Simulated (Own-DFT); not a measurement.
# Computed records: SiC (4H silicon carbide, atoms displaced)

All values are calculated (Own-DFT development build). A calculation, not a measurement: plane-wave PBE density functional theory by an unreviewed code, no spin, of a simulated periodic cell, stress positive in tension, free energy of the whole cell less one offset for each atom, forces on such cells passed a denser k mesh, this cell's mesh not checked; offsets are fitted by least squares, one for each functional and potential file, so energies compare only between cells with the same atoms and settings and are not formation energies; the far tail of each file's local potential was reset to the Coulomb form; each entry is a single point on an unrelaxed cell, so the pressure reflects the starting lattice, mostly measured values (interpolated for alloys), from which strain is counted, and rises with the displacements; printed positions are rounded, which can move forces by about a meV/angstrom; the program, named Own-DFT, is a retired in-house code; no spin-orbit coupling.

Common to all runs: functional PBE; potential files PseudoDojo norm-conserving, scalar-relativistic, standard set; wave cutoff 42 hartree; occupations Fermi-Dirac; smearing width 0.1 eV; hardware one NVIDIA H100; k mesh 4 x 4 x 3 centred on Gamma.

(1) SiC (4H silicon carbide, atoms displaced)

```
SiC
1.0
      9.2481     0.0000     0.0000
     -4.6241     8.0091     0.0000
      0.0000     0.0000    10.0681
Si C Si C Si C Si C Si C Si C Si C Si C Si C Si C Si C Si C Si C Si C Si C Si C Si C Si C
2 2 2 2 2 2 2 2 2 2 2 2 2 2 2 2 2 2 2 2 2 2 2 2 2 2 2 2 2 2 2 2 2 2 2 2
Direct
  0.00118 0.00313 0.41025
  0.10748 0.22579 0.15835
  0.00066 0.00062 0.09065
  0.11558 0.22310 0.34232
  0.00181 0.34097 0.40470
  0.11118 0.55368 0.15862
  0.00262 0.33832 0.09180
  0.11032 0.55685 0.34668
  0.99845 0.66603 0.40572
  0.10682 0.88757 0.15335
  0.00133 0.66788 0.09240
  0.11080 0.88513 0.34497
  0.33750 0.00501 0.40917
  0.44094 0.21815 0.15269
  0.33603 0.00588 0.09826
  0.44482 0.22467 0.34134
  0.32971 0.33014 0.40300
  0.44558 0.55722 0.15329
  0.34192 0.33509 0.08920
  0.44821 0.55672 0.34077
  0.33734 0.67212 0.41376
  0.44715 0.89252 0.15310
  0.33337 0.66607 0.09503
  0.44255 0.88637 0.34269
  0.66424 0.99640 0.41185
  0.77711 0.22005 0.15693
  0.67284 0.00542 0.09382
  0.77676 0.22184 0.33960
  0.67258 0.33191 0.40827
  0.78110 0.55333 0.15652
  0.66016 0.32675 0.09289
  0.77844 0.55290 0.34514
  0.66192 0.66286 0.40194
  0.77086 0.88612 0.15886
  0.66903 0.66807 0.09332
  0.77711 0.88589 0.34318
  0.99694 0.99574 0.90624
  0.89161 0.77908 0.65707
  0.00279 0.00070 0.59272
  0.89005 0.77915 0.84323
  0.00253 0.66931 0.90363
  0.88640 0.44752 0.66089
  0.99821 0.66407 0.59696
  0.88722 0.43999 0.84802
  0.00184 0.34064 0.90812
  0.89193 0.11507 0.66114
  0.99303 0.32629 0.59472
  0.88712 0.10968 0.84431
  0.66197 0.99786 0.89960
  0.55467 0.77566 0.64902
  0.67480 0.00340 0.59419
  0.55601 0.77899 0.84232
  0.66361 0.66433 0.90490
  0.55619 0.44462 0.65304
  0.67391 0.67366 0.59803
  0.55555 0.44218 0.84338
  0.66908 0.33396 0.90498
  0.55382 0.11101 0.66048
  0.66618 0.33669 0.59367
  0.55417 0.11174 0.84303
  0.33352 0.00187 0.90968
  0.21828 0.77678 0.65570
  0.33304 0.00252 0.59095
  0.21578 0.77151 0.84187
  0.32528 0.66732 0.90774
  0.22247 0.44647 0.65569
  0.33123 0.66861 0.58836
  0.22739 0.44829 0.84379
  0.33034 0.33358 0.91070
  0.23172 0.11434 0.65784
  0.33201 0.32985 0.59295
  0.21880 0.10702 0.83948
```

| Quantity | Value |
| --- | --- |
| free energy of cell above offsets | -10.753 eV |
| pressure | 3.71 GPa |
| stress xx | -2.49 GPa |
| stress yy | -3.09 GPa |
| stress zz | -5.55 GPa |
| stress yz | 0.18 GPa |
| stress xz | -0.4 GPa |
| stress xy | 0.26 GPa |
| wall time | 362.4 s |

Force:
```
element  x (eV/Å)  y (eV/Å)  z (eV/Å)
     Si     0.302    -0.884    -1.084
     Si     1.527    -0.627    -1.128
      C    -0.688     0.184     0.855
      C    -1.628     0.066      0.35
     Si     0.282    -1.731      0.53
     Si    -0.231         1    -0.003
      C    -0.316    -0.517     0.732
      C     0.615      0.46    -0.198
     Si    -0.028     0.208     0.419
     Si     0.462      0.44     1.067
      C     0.367    -0.393     -0.15
      C    -0.313      0.95     -0.03
     Si    -0.402    -0.674    -1.647
     Si      0.38     1.486     1.205
      C    -0.257    -2.071    -1.355
      C     0.556    -0.213     0.497
     Si     1.048     0.892     0.407
     Si     0.601    -0.224     0.141
      C    -1.965    -0.101     1.507
      C    -1.464    -0.519     0.652
     Si    -0.181    -0.928    -3.414
     Si     0.204    -0.234     0.791
      C    -0.433     0.445    -0.338
      C     0.172     0.826     0.621
     Si      0.36     0.535    -1.609
     Si    -0.354      0.77    -0.697
      C    -0.851    -1.112    -0.873
      C     0.789     -0.36     1.312
     Si    -1.406     0.114     -0.79
     Si    -0.895    -0.231    -0.216
      C     1.024     0.851     -0.14
      C    -0.179     0.116    -0.141
     Si     1.385     0.585     1.009
     Si     1.284     0.558    -0.798
      C    -0.073    -0.384    -0.069
      C    -0.237     0.509     0.715
     Si    -0.165     0.809    -0.364
     Si    -0.035     0.632    -0.101
      C     0.121     0.454     0.952
      C     -0.16    -0.744     0.212
     Si    -1.158    -0.834     0.687
     Si     0.706    -1.064    -0.552
      C    -0.033     0.333    -0.633
      C    -0.328     1.341    -0.611
     Si     1.084    -1.553    -0.667
     Si     0.696    -1.105    -0.701
      C     0.217     2.136    -0.233
      C     0.066     0.724     0.664
     Si     0.921      0.41     1.165
     Si     0.128     0.801     1.527
      C    -1.485    -0.409     0.558
      C     -0.93    -0.708    -0.226
     Si     0.339     0.294    -0.011
     Si    -0.539     0.567     0.628
      C    -0.701    -1.496    -1.586
      C    -0.287     0.014    -0.149
     Si    -0.893    -0.277     0.666
     Si      0.52     0.124    -1.401
      C     0.629    -0.766      0.31
      C    -0.157    -0.236     0.531
     Si    -0.337    -0.281     -0.56
     Si     0.294     0.488    -0.324
      C     1.003    -0.642     1.111
      C     0.534     1.594     0.248
     Si      1.98    -0.002    -0.253
     Si    -0.043    -0.815    -0.184
      C     0.326    -0.201      2.35
      C    -0.969     -0.27     0.115
     Si     0.924    -0.365    -1.907
     Si    -1.814    -0.565    -0.694
      C    -0.155     1.207    -0.334
      C     0.242     0.614     1.637
```

(2) SiC (4H silicon carbide, atoms displaced)

```
SiC
1.0
      9.2481     0.0000     0.0000
     -4.6241     8.0091     0.0000
      0.0000     0.0000    10.0681
Si C Si C Si C Si C Si C Si C Si C Si C Si C Si C Si C Si C Si C Si C Si C Si C Si C Si C
2 2 2 2 2 2 2 2 2 2 2 2 2 2 2 2 2 2 2 2 2 2 2 2 2 2 2 2 2 2 2 2 2 2 2 2
Direct
  0.00140 0.99956 0.41165
  0.11606 0.22432 0.15992
  0.00292 0.00336 0.08903
  0.10820 0.22363 0.34408
  0.99704 0.33159 0.40817
  0.11248 0.55737 0.15971
  0.00157 0.33834 0.09096
  0.10821 0.55061 0.34535
  0.00082 0.67060 0.40161
  0.10487 0.88267 0.15812
  0.99794 0.66566 0.09954
  0.11582 0.89095 0.34394
  0.33110 0.99881 0.41186
  0.44342 0.21834 0.15851
  0.33327 0.99665 0.09108
  0.43504 0.21643 0.34440
  0.33440 0.33416 0.40150
  0.44220 0.55683 0.15534
  0.33067 0.33423 0.09313
  0.43874 0.55107 0.34482
  0.33219 0.66394 0.40568
  0.44441 0.88541 0.15839
  0.32830 0.66157 0.09228
  0.44636 0.88889 0.33998
  0.66192 0.99551 0.40174
  0.77116 0.22111 0.15485
  0.66912 0.00124 0.09864
  0.77765 0.22494 0.34426
  0.66528 0.33936 0.40334
  0.77363 0.55276 0.15289
  0.66584 0.33823 0.09259
  0.77402 0.55238 0.34832
  0.66437 0.66794 0.40820
  0.77441 0.89130 0.15653
  0.66501 0.66032 0.09526
  0.77025 0.88737 0.34428
  0.99218 0.00105 0.90879
  0.89511 0.77899 0.65815
  0.99820 0.99556 0.59815
  0.88429 0.77901 0.84388
  0.00285 0.67250 0.90470
  0.89278 0.45392 0.65649
  0.00533 0.67283 0.59269
  0.89026 0.44835 0.84149
  0.00062 0.33149 0.90739
  0.89153 0.10928 0.65324
  0.99661 0.33127 0.59045
  0.89076 0.11272 0.84491
  0.66452 0.99901 0.91299
  0.55640 0.78035 0.65209
  0.66668 0.99789 0.59555
  0.55941 0.77755 0.84109
  0.66611 0.66378 0.90393
  0.55295 0.44526 0.65739
  0.66861 0.66810 0.59025
  0.55543 0.44650 0.84528
  0.66575 0.33442 0.90884
  0.54985 0.10637 0.65608
  0.66390 0.33467 0.59570
  0.55404 0.10976 0.84074
  0.34098 0.00534 0.90604
  0.22226 0.77933 0.65582
  0.33004 0.99933 0.59325
  0.22567 0.77901 0.84347
  0.33264 0.66534 0.90367
  0.22078 0.44471 0.65137
  0.33280 0.66546 0.59446
  0.22267 0.44347 0.84373
  0.33843 0.33899 0.90622
  0.22561 0.11768 0.66116
  0.33468 0.33488 0.59172
  0.22403 0.11275 0.84492
```

| Property | Result |
| --- | --- |
| free energy of cell above offsets | -11.095 eV |
| pressure | 3.58 GPa |
| stress xx | -2.36 GPa |
| stress yy | -3.57 GPa |
| stress zz | -4.83 GPa |
| stress yz | 0.26 GPa |
| stress xz | -0.02 GPa |
| stress xy | 0.41 GPa |
| wall time | 393.8 s |

Force:
```
element  x (eV/Å)  y (eV/Å)  z (eV/Å)
     Si    -0.614     0.041    -0.954
     Si    -1.373    -0.198    -1.188
      C    -0.525    -0.618     1.981
      C     0.594    -0.617     0.671
     Si    -0.223    -0.004    -0.762
     Si     -0.45    -0.762    -0.601
      C    -0.159    -0.918     1.052
      C    -0.103     0.985      0.16
     Si     0.189    -0.967     0.787
     Si     0.455     1.495    -0.808
      C     0.015    -0.216    -1.129
      C    -1.057    -0.157     0.207
     Si     0.702     0.036    -1.328
     Si    -0.873     0.163    -0.751
      C    -0.038     0.066     0.803
      C      1.23     0.641    -0.052
     Si    -0.756    -0.596     1.013
     Si     0.408    -0.641     0.173
      C     1.106    -0.014     0.362
      C     0.617      0.96    -0.446
     Si    -0.385     0.216     0.166
     Si    -0.673     0.024    -1.142
      C     0.498      1.12     0.087
      C    -1.087    -0.561     1.374
     Si     0.049     1.472     1.267
     Si     1.357     1.245     0.535
      C    -1.157    -0.255    -0.818
      C    -0.622    -0.576    -0.225
     Si     0.274    -1.893     1.342
     Si     0.538      0.68     1.501
      C     0.106    -1.551     0.273
      C    -0.114     1.633     -1.43
     Si     0.085    -0.563    -0.727
     Si     1.797    -0.817     0.067
      C    -0.992     1.462    -0.623
      C     1.664     0.116    -0.056
     Si     1.797     0.079    -1.011
     Si    -1.326    -0.521    -0.219
      C      0.65     1.088     -0.59
      C     1.074     0.073     0.308
     Si     0.015    -0.484     0.616
     Si    -0.278    -1.564    -0.481
      C    -0.154    -0.437    -0.429
      C     0.076    -0.159     0.959
     Si    -0.252     0.856     -0.55
     Si    -1.099     0.222     0.904
      C     0.141     0.424     0.898
      C    -1.084    -0.109    -0.256
     Si     0.434     0.018    -1.722
     Si     0.492    -0.658     0.723
      C    -0.462     0.604    -1.077
      C    -0.776     0.093     0.789
     Si    -0.451     0.524      0.63
     Si     0.521     0.261    -0.415
      C     0.025     0.018     1.162
      C     0.432     -0.39    -0.289
     Si     0.343     0.044    -1.447
     Si     0.928     1.068    -0.499
      C     0.354    -0.131     -0.41
      C     0.742     0.599     1.189
     Si    -1.267    -0.946    -0.099
     Si     0.536    -0.135     0.246
      C     0.125     0.167      0.66
      C    -0.463     0.393     0.065
     Si     0.362     0.027    -0.019
     Si     0.127    -0.398     0.884
      C    -0.232     0.572    -0.571
      C    -0.183     0.118    -0.583
     Si    -0.811    -1.027     0.123
     Si    -0.153     -0.68    -0.666
      C    -0.409    -0.065    -0.169
      C    -0.255     0.024     0.562
```

(3) SiC (4H silicon carbide, atoms displaced)

```
SiC
1.0
      9.2481     0.0000     0.0000
     -4.6241     8.0091     0.0000
      0.0000     0.0000    10.0681
Si C Si C Si C Si C Si C Si C Si C Si C Si C Si C Si C Si C Si C Si C Si C Si C Si C Si C
2 2 2 2 2 2 2 2 2 2 2 2 2 2 2 2 2 2 2 2 2 2 2 2 2 2 2 2 2 2 2 2 2 2 2 2
Direct
  0.00361 0.00644 0.40542
  0.11388 0.22145 0.15493
  0.99931 0.99988 0.09328
  0.11241 0.22683 0.34746
  0.99919 0.33125 0.40901
  0.10997 0.55678 0.15408
  0.00300 0.33980 0.09403
  0.10910 0.54952 0.34904
  0.00492 0.67214 0.40443
  0.11402 0.89121 0.15855
  0.99425 0.66341 0.09535
  0.12339 0.89735 0.34341
  0.32897 0.99017 0.40256
  0.43898 0.21814 0.15517
  0.33382 0.00491 0.09480
  0.43676 0.22303 0.34135
  0.33370 0.33375 0.40325
  0.44844 0.55733 0.16071
  0.33156 0.33029 0.09193
  0.44537 0.55683 0.34125
  0.33811 0.67430 0.40868
  0.44156 0.88383 0.15405
  0.32927 0.66210 0.09205
  0.44202 0.88282 0.33940
  0.66818 0.00001 0.40463
  0.78047 0.22226 0.15669
  0.66589 0.99921 0.09398
  0.77826 0.22184 0.34315
  0.67017 0.33543 0.39931
  0.78039 0.55775 0.15594
  0.66195 0.33448 0.08924
  0.77875 0.55925 0.34394
  0.66421 0.66321 0.40405
  0.77951 0.88590 0.15019
  0.66084 0.66347 0.09684
  0.77120 0.88688 0.34077
  0.99883 0.99724 0.90647
  0.88807 0.77779 0.65226
  0.00268 0.00277 0.59490
  0.88872 0.77647 0.84399
  0.99898 0.66829 0.90260
  0.88433 0.43720 0.65363
  0.99879 0.66072 0.59567
  0.89353 0.44640 0.84225
  0.00040 0.33493 0.89993
  0.89372 0.11663 0.65669
  0.99390 0.32679 0.59305
  0.88646 0.11313 0.84698
  0.66500 0.99574 0.90582
  0.55175 0.77690 0.65428
  0.66353 0.99577 0.59687
  0.54832 0.77759 0.84353
  0.66722 0.66750 0.90320
  0.56323 0.44699 0.66247
  0.66601 0.66584 0.58791
  0.56337 0.45172 0.84175
  0.66727 0.33416 0.90169
  0.54787 0.10457 0.65490
  0.67080 0.33586 0.58827
  0.55655 0.10846 0.84847
  0.33858 0.00646 0.90743
  0.21977 0.77584 0.65745
  0.33638 0.00373 0.59404
  0.22170 0.77603 0.84712
  0.33669 0.66920 0.91099
  0.22133 0.44604 0.65580
  0.33237 0.66855 0.59585
  0.22532 0.44596 0.84686
  0.33468 0.33206 0.90437
  0.22948 0.11308 0.65489
  0.32768 0.33242 0.59630
  0.21898 0.10913 0.84461
```

| Quantity | Value |
| --- | --- |
| free energy of cell above offsets | -10.751 eV |
| pressure | 3.7 GPa |
| stress xx | -3.67 GPa |
| stress yy | -3.67 GPa |
| stress zz | -3.77 GPa |
| stress yz | 0 GPa |
| stress xz | 0.39 GPa |
| stress xy | -0.33 GPa |
| wall time | 364.2 s |

Force:
```
element  x (eV/Å)  y (eV/Å)  z (eV/Å)
     Si    -0.358    -0.903      0.18
     Si    -1.164     0.697     0.221
      C     0.538    -0.178     0.101
      C     0.151    -0.555    -1.035
     Si    -0.294     0.157    -0.551
     Si     0.056    -0.348      1.01
      C     0.218    -1.312    -0.607
      C     0.008     1.524    -0.832
     Si    -0.089    -0.909     0.473
     Si    -0.308     -0.44    -0.936
      C       0.9      1.31    -0.641
      C    -2.657    -1.652    -0.042
     Si     1.524      2.71     0.917
     Si      0.51     1.411     0.096
      C     0.515    -1.569    -0.354
      C     2.025    -0.733     0.353
     Si    -0.402     0.507     1.174
     Si    -1.239    -0.984    -1.287
      C      0.24     0.716     0.092
      C    -0.398    -0.132      1.35
     Si    -0.212    -2.215    -0.328
     Si     0.014     0.611    -0.312
      C     0.506     0.619      0.97
      C     0.034      1.38     0.638
     Si    -0.552    -0.179     0.365
     Si    -0.628     0.336    -0.899
      C     0.215    -0.257     -0.27
      C    -0.014    -0.128     0.109
     Si    -1.073    -0.272     0.609
     Si    -1.095    -0.928     0.012
      C     0.844    -0.215     0.807
      C     0.712    -0.064    -0.324
     Si    -0.054     0.723    -0.188
     Si    -1.129     0.324     1.154
      C     1.231      0.55    -1.424
      C     1.685     0.251     0.163
     Si    -0.318     0.585     -0.27
     Si     0.175    -0.002     0.236
      C     0.254    -0.278    -0.342
      C    -0.597     0.387    -0.465
     Si      0.62    -0.378     0.845
     Si     0.308     0.817      0.32
      C    -0.381     0.903    -0.679
      C    -0.955    -0.235    -0.368
     Si     0.464     0.142     1.728
     Si    -0.492    -1.956     0.514
      C     0.573     1.422     0.202
      C     0.799    -0.628    -0.614
     Si    -0.122     0.673      0.41
     Si     0.765    -0.248     0.404
      C      0.22     0.822    -0.905
      C     1.761    -0.117    -0.169
     Si    -0.555     0.469     0.945
     Si    -1.123    -0.278    -2.657
      C    -0.221     0.092     1.287
      C    -0.512     -1.28     0.901
     Si     0.662     0.005     0.824
     Si     1.638     1.417     0.484
      C     -0.92    -1.155     0.626
      C    -0.469     0.707    -1.318
     Si    -0.648    -1.261     0.026
     Si    -0.054     0.391     0.472
      C    -0.488    -1.606    -0.869
      C     0.002     0.807    -0.136
     Si    -1.022    -0.908    -1.002
     Si     0.018    -0.342     0.493
      C    -0.002    -0.208     -0.57
      C    -0.167     0.032    -0.763
     Si    -0.253     0.336     0.138
     Si    -1.541    -0.032     0.388
      C      1.49     0.718    -0.568
      C     0.829     0.338     -0.31
```
